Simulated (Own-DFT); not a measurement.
## Calculated data, Hf₁₆O₃₁ (monoclinic hafnia with two neutral oxygen vacancies, strained, atoms displaced), Hf₃₁SiO₆₄ (monoclinic hafnia with substituted atoms, atoms displaced)

A calculation, not a measurement: plane-wave PBE and HSE06 DFT by an unreviewed code, no spin, of a simulated cell at Gamma alone, so results move with cell size and shape, stress positive in tension, energies less offsets, not probed for a lower state with spin; hafnium file: forces about 75 meV/angstrom off all-electron values; oxygen file: force components 24 meV/angstrom off all-electron in a glass; k mesh not checked against a denser one; forces and stress are PBE's, HSE06 gives the energy alone, and its difference from PBE has offsets of its own; offsets are fitted by least squares, one for each functional and potential file, so energies compare only between cells with the same atoms and settings and are not formation energies; the far tail of each file's local potential was reset to the Coulomb form; each entry is a single point on an unrelaxed cell, so the pressure reflects the starting lattice, mostly measured values, from which strain is counted, and rises with the displacements; printed positions are rounded, which can move forces by about a meV/angstrom; the program is a retired in-house code; no spin-orbit coupling. Program: Own-DFT development build.

Settings shared by all entries: first functional PBE; second functional HSE06; exact exchange share 0.25; screening 0.11 1/bohr; exchange divergence Gygi-Baldereschi; potential files PseudoDojo norm-conserving, scalar-relativistic, made for PBE, standard set; wave cutoff 48 hartree; occupations fixed; k mesh 1 x 1 x 1 centred on Gamma.

(1) Hf₁₆O₃₁ (monoclinic hafnia with two neutral oxygen vacancies, strained, atoms displaced)

```
cell vectors (Å)
  10.3029    -0.1402     0.0068
  -0.1418    10.3666    -0.1234
  -1.7000    -0.1013    10.4484
atoms (fractions of the cell vectors)
Hf  0.13646  0.01922  0.10766
Hf  0.35586  0.26677  0.14914
Hf  0.36512  0.47942  0.40228
Hf  0.13528  0.23316  0.35425
O   0.04033  0.16960  0.17224
O   0.46011  0.41807  0.07674
O   0.46725  0.33000  0.32526
O   0.03960  0.08288  0.42438
O   0.22425  0.38316  0.24104
O   0.27454  0.13237  0.00990
O   0.27492  0.12415  0.25583
O   0.22576  0.37081  0.48706
Hf  0.13552  0.02675  0.60846
Hf  0.36494  0.26862  0.64264
Hf  0.35841  0.47461  0.89673
Hf  0.13458  0.22648  0.84727
O   0.03222  0.16342  0.67323
O   0.46239  0.41651  0.57470
O   0.46642  0.33115  0.82879
O   0.03850  0.08820  0.92384
O   0.22795  0.38097  0.73990
O   0.27863  0.12456  0.51312
O   0.27561  0.12055  0.76137
O   0.22241  0.37480  0.98987
Hf  0.12895  0.51869  0.10370
Hf  0.36171  0.76896  0.14785
Hf  0.36149  0.98104  0.39820
Hf  0.13725  0.72836  0.35698
O   0.03578  0.66449  0.17368
O   0.46103  0.91272  0.07983
O   0.46435  0.83892  0.32214
O   0.04477  0.57943  0.42325
O   0.22496  0.87996  0.23916
O   0.27982  0.63172  0.01227
O   0.27644  0.62307  0.26061
O   0.22255  0.87059  0.49171
Hf  0.14179  0.52617  0.60892
Hf  0.36957  0.77004  0.64316
Hf  0.36392  0.98294  0.89664
Hf  0.14068  0.73398  0.85504
O   0.03622  0.66616  0.67443
O   0.46476  0.91430  0.57799
O   0.03648  0.58651  0.92492
O   0.22403  0.88244  0.74010
O   0.27425  0.62552  0.50655
O   0.27187  0.61992  0.76292
O   0.22353  0.87425  0.98937
Hf  0.63626  0.02233  0.10217
Hf  0.86608  0.26577  0.14601
Hf  0.86245  0.47794  0.39153
Hf  0.63642  0.23479  0.35391
O   0.53990  0.16947  0.17079
O   0.96300  0.42236  0.07819
O   0.96316  0.33153  0.32950
O   0.53580  0.07858  0.42103
O   0.72955  0.37429  0.24237
O   0.77290  0.13084  0.01565
O   0.77855  0.11610  0.25882
O   0.72269  0.36333  0.49618
Hf  0.63759  0.02012  0.60488
Hf  0.86384  0.26698  0.64476
Hf  0.85648  0.48119  0.89850
Hf  0.63353  0.22757  0.84988
O   0.53705  0.16230  0.68114
O   0.96248  0.41333  0.57473
O   0.96347  0.33296  0.82893
O   0.53880  0.08082  0.92221
O   0.72013  0.37798  0.73500
O   0.77713  0.13130  0.50912
O   0.77874  0.11995  0.76218
O   0.72864  0.37627  0.98722
Hf  0.63921  0.52269  0.10371
Hf  0.86038  0.76702  0.14325
Hf  0.86448  0.98225  0.39781
Hf  0.64104  0.72787  0.35608
O   0.53820  0.66641  0.17013
O   0.96095  0.91584  0.07634
O   0.96083  0.83073  0.33102
O   0.54198  0.58229  0.42480
O   0.72260  0.87781  0.24031
O   0.77964  0.63065  0.01005
O   0.77321  0.61841  0.25655
O   0.72477  0.87059  0.48988
Hf  0.64174  0.51969  0.60333
Hf  0.86787  0.76655  0.65217
Hf  0.86714  0.98384  0.89219
Hf  0.64026  0.73189  0.85585
O   0.96418  0.91433  0.58485
O   0.96346  0.83698  0.82809
O   0.53694  0.58755  0.92106
O   0.72958  0.87838  0.74096
O   0.77125  0.62741  0.51132
O   0.77495  0.61796  0.75802
O   0.72701  0.87397  0.98834
```

| Item | Value |
| --- | --- |
| PBE energy of cell above offsets | -90.542 eV |
| HSE06 less PBE above offsets | 0.637 eV |
| PBE pressure | 2.24 GPa |
| PBE stress xx | -1.29 GPa |
| PBE stress yy | -2.49 GPa |
| PBE stress zz | -2.92 GPa |
| PBE stress yz | -2.22 GPa |
| PBE stress xz | -0.18 GPa |
| PBE stress xy | -3.76 GPa |

Force:
| element | x (eV/Å) | y (eV/Å) | z (eV/Å) |
| --- | --- | --- | --- |
| Hf | 0.691 | -0.559 | -0.583 |
| Hf | 1.173 | 1.373 | -0.745 |
| Hf | -0.42 | 0.485 | -2.057 |
| Hf | 0.391 | -0.093 | -0.125 |
| O | -0.673 | 0.23 | -0.132 |
| O | 0.704 | -0.142 | 0.179 |
| O | -0.555 | 0.662 | 0.779 |
| O | -0.121 | 0.226 | 0.051 |
| O | 0.078 | -0.659 | 0.207 |
| O | 0.113 | -0.501 | -0.237 |
| O | -0.228 | -0.408 | 1.165 |
| O | -0.217 | -0.375 | 0.665 |
| Hf | 0.962 | -2.403 | -0.668 |
| Hf | -0.232 | 0.475 | 0.957 |
| Hf | 0.503 | 1.114 | 0.648 |
| Hf | 0.327 | 1.643 | 1.728 |
| O | -0.119 | 0.372 | -0.162 |
| O | 0.568 | -0.031 | 0.649 |
| O | -0.193 | 0.003 | -0.278 |
| O | -0.506 | -0.612 | 0.182 |
| O | 0.009 | -0.67 | -0.694 |
| O | 0.112 | 0.608 | -0.101 |
| O | -0.048 | 0.495 | -0.191 |
| O | -0.426 | -0.745 | -0.327 |
| Hf | 2.661 | 1.007 | 0.067 |
| Hf | -0.039 | -0.372 | -0.005 |
| Hf | -0.178 | -0.818 | -0.958 |
| Hf | 0.276 | 0.47 | -0.864 |
| O | -0.776 | 0.75 | 0.184 |
| O | 0.935 | 1.171 | -1.262 |
| O | 0.483 | -0.529 | 1.136 |
| O | -1.568 | -0.511 | -0.029 |
| O | -0.361 | 0.305 | 0.104 |
| O | -0.394 | -0.383 | -0.647 |
| O | -0.166 | -0.106 | 0.636 |
| O | 0.05 | 0.06 | -0.182 |
| Hf | -0.522 | -1.105 | -0.47 |
| Hf | -0.89 | -0.114 | 0.914 |
| Hf | -0.619 | -0.917 | 0.162 |
| Hf | 0.211 | -0.648 | 0.626 |
| O | -0.132 | -0.018 | -0.144 |
| O | 0.349 | 0.2 | 0.006 |
| O | -0.378 | 0.093 | -0.324 |
| O | 0.882 | -0.295 | 0.132 |
| O | 0.807 | 0.357 | 1.103 |
| O | 0.415 | 0.442 | -0.304 |
| O | -0.255 | 0.302 | 0.017 |
| Hf | 0.251 | -0.897 | 1.234 |
| Hf | -0.495 | 0.486 | -0.033 |
| Hf | 0.156 | 0.149 | 1.209 |
| Hf | 0.17 | -1.534 | -0.561 |
| O | -0.626 | 0.03 | -0.259 |
| O | -1.128 | -1.304 | 0.307 |
| O | 0.548 | -0.245 | -0.043 |
| O | 0.306 | 0.754 | 0.549 |
| O | -0.195 | 0.432 | -0.374 |
| O | 0.581 | 0.046 | -0.919 |
| O | 0.029 | 0.572 | 0.344 |
| O | 0.212 | 1.088 | -0.803 |
| Hf | 0.94 | -0.861 | -0.243 |
| Hf | -0.737 | 1.477 | 0.528 |
| Hf | 1.177 | -0.203 | -1.2 |
| Hf | 0.969 | 1.046 | 1.354 |
| O | -0.635 | -0.147 | -1.657 |
| O | 0.628 | 0.464 | 0.008 |
| O | 0.062 | 0.006 | -0.083 |
| O | -0.629 | -0.426 | -0.172 |
| O | 0.309 | -0.301 | 0.436 |
| O | -0.144 | -0.8 | 0.098 |
| O | -0.321 | 0.269 | -0.259 |
| O | -0.851 | -0.687 | 0.377 |
| Hf | -1.18 | -0.646 | -0.462 |
| Hf | 0.418 | 1.415 | 1.059 |
| Hf | -0.899 | -1.068 | -0.487 |
| Hf | -0.53 | 1.223 | -0.8 |
| O | -0.128 | 0.072 | 0.359 |
| O | 0.727 | 0.425 | 0.171 |
| O | 0.354 | -0.146 | -0.023 |
| O | -1.033 | -0.402 | -0.007 |
| O | 0.348 | -0.177 | -0.335 |
| O | -0.122 | -0.399 | -0.171 |
| O | 0.37 | -0.143 | 0.716 |
| O | -0.018 | 0.258 | 0.196 |
| Hf | -0.096 | 0.025 | 0.668 |
| Hf | -0.935 | 0.705 | -0.93 |
| Hf | -1.154 | -0.661 | 0.693 |
| Hf | -0.36 | 0.044 | -0.72 |
| O | 0.528 | 0.772 | -0.547 |
| O | 0.894 | -0.54 | 0.363 |
| O | -0.096 | -0.195 | 0 |
| O | -0.381 | 0.138 | -0.321 |
| O | 1.153 | -0.143 | -0.276 |
| O | -0.674 | 0.305 | 0.344 |
| O | -0.451 | -0.113 | -0.138 |

(2) Hf₃₁SiO₆₄ (monoclinic hafnia with substituted atoms, atoms displaced)

```
cell vectors (Å)
  10.2340     0.0000     0.0000
   0.0000    10.3500     0.0000
  -1.6955     0.0000    10.4453
atoms (fractions of the cell vectors)
Hf  0.13652  0.01856  0.10320
Hf  0.36722  0.26947  0.14876
Si  0.36212  0.47849  0.39051
Hf  0.13728  0.23437  0.35109
O   0.03448  0.17075  0.17660
O   0.47051  0.41545  0.07803
O   0.46364  0.33381  0.32558
O   0.03802  0.08216  0.42421
O   0.22626  0.37766  0.23993
O   0.27837  0.12529  0.01217
O   0.27606  0.12080  0.25438
O   0.22252  0.37300  0.49107
Hf  0.13747  0.01698  0.60510
Hf  0.36643  0.26962  0.65347
Hf  0.36706  0.48455  0.89687
Hf  0.14219  0.23112  0.85351
O   0.03795  0.16319  0.67374
O   0.46250  0.41787  0.57548
O   0.46170  0.33404  0.82952
O   0.03502  0.08031  0.92578
O   0.22514  0.37891  0.73756
O   0.27518  0.12984  0.51180
O   0.27987  0.11822  0.76489
O   0.22301  0.37157  0.98915
Hf  0.13393  0.51779  0.10132
Hf  0.36137  0.76628  0.14646
Hf  0.36499  0.98848  0.39626
Hf  0.13949  0.73099  0.35286
O   0.03376  0.66330  0.16645
O   0.46289  0.91554  0.07864
O   0.46459  0.83847  0.32398
O   0.03475  0.58542  0.41948
O   0.22776  0.87374  0.24417
O   0.27729  0.63079  0.01175
O   0.28042  0.61801  0.25917
O   0.22209  0.87672  0.48533
Hf  0.13944  0.51883  0.60133
Hf  0.36064  0.76582  0.64618
Hf  0.36248  0.97974  0.89490
Hf  0.13811  0.73166  0.84876
O   0.04144  0.66395  0.66988
O   0.46126  0.91924  0.57523
O   0.46337  0.83473  0.82632
O   0.03703  0.58530  0.92900
O   0.22004  0.87987  0.73947
O   0.27090  0.63069  0.51496
O   0.27718  0.62427  0.76001
O   0.22896  0.87010  0.99166
Hf  0.63667  0.02079  0.10571
Hf  0.86208  0.26935  0.14807
Hf  0.85980  0.48409  0.40032
Hf  0.63934  0.23138  0.35692
O   0.54020  0.16500  0.17182
O   0.96617  0.41820  0.07687
O   0.96474  0.33145  0.32517
O   0.53936  0.08555  0.42731
O   0.72410  0.37446  0.24209
O   0.77541  0.12897  0.01060
O   0.78211  0.12304  0.26117
O   0.72443  0.37343  0.49035
Hf  0.63534  0.02143  0.60697
Hf  0.86323  0.26861  0.64499
Hf  0.85810  0.48163  0.89820
Hf  0.64218  0.22757  0.85837
O   0.53497  0.16737  0.67470
O   0.96069  0.41618  0.57546
O   0.96699  0.34056  0.82269
O   0.53438  0.08416  0.92361
O   0.73027  0.38046  0.73661
O   0.77385  0.13107  0.50820
O   0.77631  0.11604  0.75815
O   0.72769  0.37026  0.98799
Hf  0.63427  0.51747  0.10325
Hf  0.86097  0.76748  0.14830
Hf  0.86482  0.97719  0.39939
Hf  0.63761  0.72995  0.35137
O   0.53645  0.66710  0.17727
O   0.96592  0.91026  0.08075
O   0.96542  0.83383  0.32574
O   0.54138  0.58925  0.42463
O   0.72304  0.87822  0.23992
O   0.77577  0.63055  0.00852
O   0.77132  0.61851  0.25822
O   0.72801  0.86887  0.48530
Hf  0.64268  0.52569  0.60609
Hf  0.86081  0.77396  0.64414
Hf  0.86642  0.97608  0.89631
Hf  0.63439  0.73088  0.84923
O   0.53590  0.66544  0.67233
O   0.95785  0.91524  0.57995
O   0.96238  0.83218  0.82736
O   0.53755  0.58521  0.92366
O   0.72177  0.87843  0.73919
O   0.77969  0.62891  0.51274
O   0.77687  0.62536  0.75980
O   0.72563  0.87057  0.98757
```

| Property | Result |
| --- | --- |
| PBE energy of cell above offsets | -90.536 eV |
| HSE06 less PBE above offsets | 0.089 eV |
| PBE pressure | 3.04 GPa |
| PBE stress xx | -3.27 GPa |
| PBE stress yy | -2.4 GPa |
| PBE stress zz | -3.44 GPa |
| PBE stress yz | -0.25 GPa |
| PBE stress xz | 0.08 GPa |
| PBE stress xy | -0.49 GPa |

Force:
| element | x (eV/Å) | y (eV/Å) | z (eV/Å) |
| --- | --- | --- | --- |
| Hf | 0.311 | -0.055 | 0.586 |
| Hf | -0.94 | -0.158 | -0.968 |
| Si | 1.376 | -0.777 | 0.994 |
| Hf | -0.03 | -0.601 | 0.887 |
| O | 0.618 | -0.976 | -0.924 |
| O | -0.811 | -0.302 | -0.316 |
| O | -1.324 | 2.089 | 1.176 |
| O | -0.323 | -0.098 | 0.004 |
| O | 0.553 | 0.536 | 0.659 |
| O | -0.172 | 0.541 | -0.201 |
| O | 0.026 | 0.057 | 0.538 |
| O | 1.185 | 0.687 | -1.247 |
| Hf | 0.431 | 0.756 | -0.748 |
| Hf | -0.652 | 0.48 | -1.789 |
| Hf | -1.316 | -0.358 | 0.019 |
| Hf | -0.756 | -0.004 | 0.271 |
| O | -0.299 | 0.279 | 0.204 |
| O | -0.071 | 0.669 | -1.373 |
| O | 1.052 | -0.211 | 0.441 |
| O | 0.476 | 0.697 | -0.278 |
| O | -0.174 | 0.014 | 0.448 |
| O | 0.242 | 0.26 | 0.192 |
| O | -0.26 | 0.538 | -0.532 |
| O | 0.677 | -0.136 | 0.011 |
| Hf | 0.761 | 0.35 | 0.238 |
| Hf | 0.323 | 1.214 | 0.139 |
| Hf | -0.572 | -1.41 | -0.278 |
| Hf | 0.037 | -0.063 | 0.062 |
| O | 0.088 | 0.589 | 1.093 |
| O | 0.653 | 0.249 | -0.146 |
| O | 0.459 | -0.032 | 0.569 |
| O | -0.381 | -0.324 | 0.114 |
| O | -0.499 | 0.522 | -0.876 |
| O | 0.2 | -0.612 | -0.583 |
| O | 0.223 | -1.839 | 2.046 |
| O | -0.071 | -0.62 | 0.545 |
| Hf | -0.31 | -0.41 | -0.015 |
| Hf | 0.115 | 1.189 | -0.658 |
| Hf | -0.183 | -0.306 | 1.012 |
| Hf | -0.374 | -0.717 | 1.29 |
| O | -1.199 | 0.971 | 0.233 |
| O | 0.239 | -0.36 | 0.648 |
| O | 0.126 | -0.334 | -0.245 |
| O | -0.238 | 0.326 | -1.324 |
| O | 0.267 | -0.418 | -0.042 |
| O | 1.01 | -0.299 | -1.264 |
| O | 0.424 | -0.413 | 0.37 |
| O | -0.733 | 0.059 | -0.484 |
| Hf | 0.544 | -1.045 | -0.227 |
| Hf | 0.057 | 0.187 | 0.086 |
| Hf | 0.724 | -0.915 | -0.967 |
| Hf | 0.977 | 0.006 | -0.007 |
| O | -0.781 | 0.825 | 0.622 |
| O | -0.792 | -0.738 | 0.025 |
| O | -0.356 | 0.892 | 0.668 |
| O | -0.387 | 0.144 | -0.474 |
| O | -0.171 | 0.6 | -0.423 |
| O | 0.052 | -0.041 | -0.138 |
| O | -0.519 | -0.455 | 0.258 |
| O | -0.377 | -0.182 | -0.117 |
| Hf | 0.322 | -0.225 | -0.409 |
| Hf | 0.236 | 0.449 | 0.132 |
| Hf | 1.378 | 0.228 | -0.479 |
| Hf | -0.164 | -0.232 | -0.532 |
| O | 0.503 | -0.135 | 0.37 |
| O | 0.747 | 0.144 | 0.07 |
| O | 0.44 | -0.689 | 0.421 |
| O | 0.295 | 0.256 | -0.128 |
| O | -0.886 | -0.128 | 0.47 |
| O | 0.184 | -0.225 | 0.396 |
| O | -0.067 | 0.536 | 0.467 |
| O | -0.621 | 0.09 | 0.165 |
| Hf | 1.265 | 0.958 | 0.891 |
| Hf | -0.119 | 0.112 | -0.657 |
| Hf | -0.107 | 0.789 | -1.206 |
| Hf | -0.363 | 0.851 | -0.038 |
| O | -0.07 | -0.611 | -0.994 |
| O | 0.359 | 0.697 | -0.387 |
| O | 0.135 | -0.247 | 0.346 |
| O | -2.49 | -1.971 | -0.162 |
| O | 0.211 | 0.282 | -0.235 |
| O | -0.237 | -0.403 | 0.091 |
| O | 0.46 | -0.015 | 0.275 |
| O | -0.665 | 0.183 | 0.76 |
| Hf | -0.423 | -1.228 | -0.565 |
| Hf | -0.206 | -1.138 | 0.419 |
| Hf | -1.061 | 0.072 | 0.438 |
| Hf | 0.984 | 0.584 | 1.163 |
| O | -0.608 | 0.392 | -0.019 |
| O | 1.488 | 0.974 | -0.003 |
| O | 0.592 | -0.34 | -0.295 |
| O | -0.322 | -0.239 | -0.155 |
| O | 0.052 | -0.074 | -0.421 |
| O | -0.079 | 0.071 | -0.148 |
| O | -0.128 | -0.358 | 0.101 |
| O | -0.189 | 0.073 | 0.055 |

(3) Hf₁₆O₃₁ (monoclinic hafnia with two neutral oxygen vacancies, strained, atoms displaced)

```
cell vectors (Å)
  10.1582    -0.1705     0.1393
  -0.1724    10.1937    -0.1326
  -1.5407    -0.1055    10.4654
atoms (fractions of the cell vectors)
Hf  0.13738  0.02097  0.10838
Hf  0.35760  0.27231  0.15067
Hf  0.35944  0.47673  0.39912
Hf  0.13624  0.22167  0.35244
O   0.03992  0.17375  0.17525
O   0.46786  0.42345  0.08493
O   0.46912  0.33272  0.33109
O   0.03509  0.08566  0.41925
O   0.22266  0.38224  0.23533
O   0.27307  0.12791  0.00679
O   0.27936  0.12015  0.25981
O   0.22534  0.36910  0.49659
Hf  0.13995  0.02002  0.60158
Hf  0.35571  0.27805  0.64175
Hf  0.35654  0.48226  0.88521
Hf  0.13575  0.22773  0.85582
O   0.03593  0.16172  0.67093
O   0.45187  0.41500  0.57798
O   0.45814  0.33125  0.82033
O   0.03199  0.08726  0.91749
O   0.22394  0.37860  0.74559
O   0.28467  0.12057  0.51243
O   0.27806  0.12029  0.75164
O   0.22498  0.35710  0.98809
Hf  0.13917  0.52035  0.09253
Hf  0.36170  0.77286  0.15426
Hf  0.35273  0.97059  0.38196
Hf  0.14096  0.72954  0.34926
O   0.03788  0.66427  0.17637
O   0.46547  0.92046  0.07409
O   0.46090  0.83627  0.32030
O   0.23384  0.87895  0.24440
O   0.27877  0.63167  0.01348
O   0.27395  0.61756  0.26127
O   0.22599  0.87242  0.48430
Hf  0.13587  0.52037  0.60110
Hf  0.36826  0.77722  0.65096
Hf  0.35896  0.99031  0.89678
Hf  0.13953  0.71655  0.85532
O   0.04354  0.66707  0.68627
O   0.47184  0.91609  0.58051
O   0.46128  0.83250  0.82109
O   0.04406  0.58562  0.92069
O   0.22584  0.89561  0.73380
O   0.27530  0.63364  0.75313
O   0.22316  0.86916  0.99402
Hf  0.64522  0.01416  0.10247
Hf  0.85916  0.27465  0.14764
Hf  0.86540  0.48196  0.39695
Hf  0.64210  0.22855  0.35372
O   0.53568  0.16496  0.17615
O   0.96297  0.40963  0.08054
O   0.95950  0.33831  0.32430
O   0.54279  0.07754  0.42452
O   0.72548  0.37767  0.24258
O   0.76738  0.13216  0.01024
O   0.77276  0.11700  0.25024
O   0.73401  0.37395  0.49933
Hf  0.63751  0.02387  0.60467
Hf  0.86450  0.28170  0.64673
Hf  0.86305  0.47888  0.89158
Hf  0.63693  0.22804  0.85032
O   0.53775  0.15623  0.67481
O   0.96126  0.41459  0.58004
O   0.95819  0.33077  0.82576
O   0.53656  0.07865  0.92745
O   0.72830  0.37689  0.74660
O   0.77639  0.12791  0.51667
O   0.77622  0.11908  0.76356
O   0.71524  0.37817  0.99218
Hf  0.64424  0.52302  0.10373
Hf  0.85944  0.76283  0.15052
Hf  0.86238  0.98095  0.39220
Hf  0.63816  0.73091  0.34470
O   0.54258  0.66490  0.17537
O   0.96338  0.91923  0.07207
O   0.97049  0.82206  0.32683
O   0.53794  0.58839  0.42462
O   0.72345  0.88522  0.24122
O   0.77612  0.62374  0.01567
O   0.78434  0.62075  0.26055
O   0.73137  0.86738  0.49426
Hf  0.63628  0.52360  0.60273
Hf  0.86199  0.76886  0.65147
Hf  0.86093  0.97779  0.88949
Hf  0.63595  0.73591  0.85594
O   0.53992  0.66348  0.68595
O   0.96067  0.92273  0.57232
O   0.95774  0.84265  0.82579
O   0.53121  0.57984  0.92091
O   0.72328  0.87969  0.73494
O   0.77504  0.62363  0.50399
O   0.77638  0.61539  0.76549
O   0.72621  0.87172  0.99566
```

| Quantity | Value |
| --- | --- |
| PBE energy of cell above offsets | -84.605 eV |
| HSE06 less PBE above offsets | 0.225 eV |
| PBE pressure | 10.85 GPa |
| PBE stress xx | -10.04 GPa |
| PBE stress yy | -13.81 GPa |
| PBE stress zz | -8.71 GPa |
| PBE stress yz | -2.24 GPa |
| PBE stress xz | 2.9 GPa |
| PBE stress xy | -5.52 GPa |

Force:
| element | x (eV/Å) | y (eV/Å) | z (eV/Å) |
| --- | --- | --- | --- |
| Hf | -0.254 | -0.397 | -1.922 |
| Hf | 2.865 | 0.339 | -0.871 |
| Hf | 0.096 | 0.768 | -1.21 |
| Hf | 0.474 | 2.365 | 0.157 |
| O | -0.04 | -0.809 | -0.544 |
| O | -1.395 | -0.897 | -0.611 |
| O | -0.794 | 0.462 | 0.425 |
| O | -0.298 | -0.693 | -0.058 |
| O | 0.052 | -0.376 | 0.646 |
| O | -0.043 | -0.046 | 0.696 |
| O | -0.785 | -0.123 | 0.058 |
| O | -1.129 | -0.198 | -1.092 |
| Hf | 0.082 | 0.224 | 0.875 |
| Hf | -0.443 | -4.272 | 1.62 |
| Hf | 1.457 | -0.718 | 1.892 |
| Hf | 0.359 | -0.927 | -1.953 |
| O | -0.339 | 1.171 | 0.021 |
| O | 3.365 | 2.817 | -0.791 |
| O | 0.481 | 0.466 | 0.711 |
| O | -0.202 | -0.706 | 1.327 |
| O | -0.615 | 0.998 | -1.213 |
| O | -0.359 | 0.974 | -1.236 |
| O | -0.48 | 1.192 | 1.523 |
| O | -0.045 | 2.481 | 0.699 |
| Hf | -0.114 | -1.121 | 3.101 |
| Hf | 1.664 | -0.449 | -3.11 |
| Hf | 2.649 | 3.842 | 4.465 |
| Hf | -1.056 | -1.548 | 1.715 |
| O | -0.052 | -0.563 | -1.264 |
| O | -0.97 | -1.423 | 0.572 |
| O | 1.882 | -1.093 | 0.942 |
| O | -2.323 | -0.13 | -2.054 |
| O | 0.309 | -0.784 | -0.96 |
| O | 0.538 | 0.403 | 0.194 |
| O | -0.324 | -1.269 | 0.033 |
| Hf | 0.465 | 0.836 | 0.341 |
| Hf | -0.429 | 0.331 | -1.413 |
| Hf | -0.04 | -1.126 | -0.577 |
| Hf | 2.169 | 6.177 | -0.417 |
| O | -1.58 | -0.482 | -2.243 |
| O | -1.094 | -1.032 | -1.095 |
| O | 0.352 | 0.645 | 1.777 |
| O | -2.923 | -3.037 | 1.231 |
| O | 0.146 | -2.214 | 0.745 |
| O | 0.368 | -2.173 | 0.79 |
| O | -0.356 | 0.032 | -0.128 |
| Hf | -1.783 | 1.921 | 0.251 |
| Hf | -0.953 | -1.46 | -0.424 |
| Hf | -0.243 | 0.184 | 0.144 |
| Hf | -1.111 | -0.964 | -0.055 |
| O | -0.33 | 0.164 | -0.116 |
| O | 1.488 | 2.089 | -1.781 |
| O | 1.41 | -0.748 | 0.965 |
| O | -0.638 | 0.198 | -0.89 |
| O | -0.186 | 0.815 | -0.155 |
| O | 1.306 | 0.597 | -0.379 |
| O | 0.81 | 0.435 | 1.831 |
| O | -1.351 | -0.293 | -0.954 |
| Hf | 1.207 | -0.904 | -0.431 |
| Hf | -1.365 | -4.633 | 0.41 |
| Hf | -1.706 | -0.639 | 1.133 |
| Hf | -0.635 | -0.483 | 0.779 |
| O | -1.543 | 2.38 | 0.482 |
| O | 2.816 | 2.947 | -1.397 |
| O | 1.175 | 0.518 | 0.975 |
| O | 0.235 | 0.767 | -0.91 |
| O | -0.732 | 0.775 | -0.915 |
| O | 1.331 | 0.736 | -1.415 |
| O | 0.012 | 0.345 | 0.138 |
| O | 1.023 | -0.858 | -0.891 |
| Hf | -1.859 | -2.291 | 0.399 |
| Hf | 1.744 | 1.694 | -0.781 |
| Hf | -0.958 | -0.509 | 1.275 |
| Hf | -0.007 | 0.342 | 2.255 |
| O | -0.95 | 1.104 | -0.392 |
| O | -0.075 | -0.668 | 1.123 |
| O | -1.351 | 1.466 | 0.345 |
| O | -1.08 | -0.562 | 0.465 |
| O | 0.726 | -1.685 | 0.301 |
| O | 1.395 | 1.303 | -1.166 |
| O | -0.492 | 0.018 | 0.369 |
| O | -0.415 | -0.561 | -1.241 |
| Hf | -0.07 | -0.571 | 0.21 |
| Hf | 0.678 | 1.11 | -1.708 |
| Hf | -1.085 | 2.288 | 1.05 |
| Hf | -0.864 | -0.945 | 0.18 |
| O | -0.322 | -0.332 | -1.622 |
| O | 0.059 | -1.231 | 0.38 |
| O | 2.145 | -2.599 | -0.48 |
| O | 0.897 | 1.097 | -0.006 |
| O | -0.247 | -0.978 | 0.857 |
| O | 0.267 | 0.799 | 1.256 |
| O | 0.326 | 0.871 | -0.515 |
| O | 0.002 | -0.964 | -0.738 |
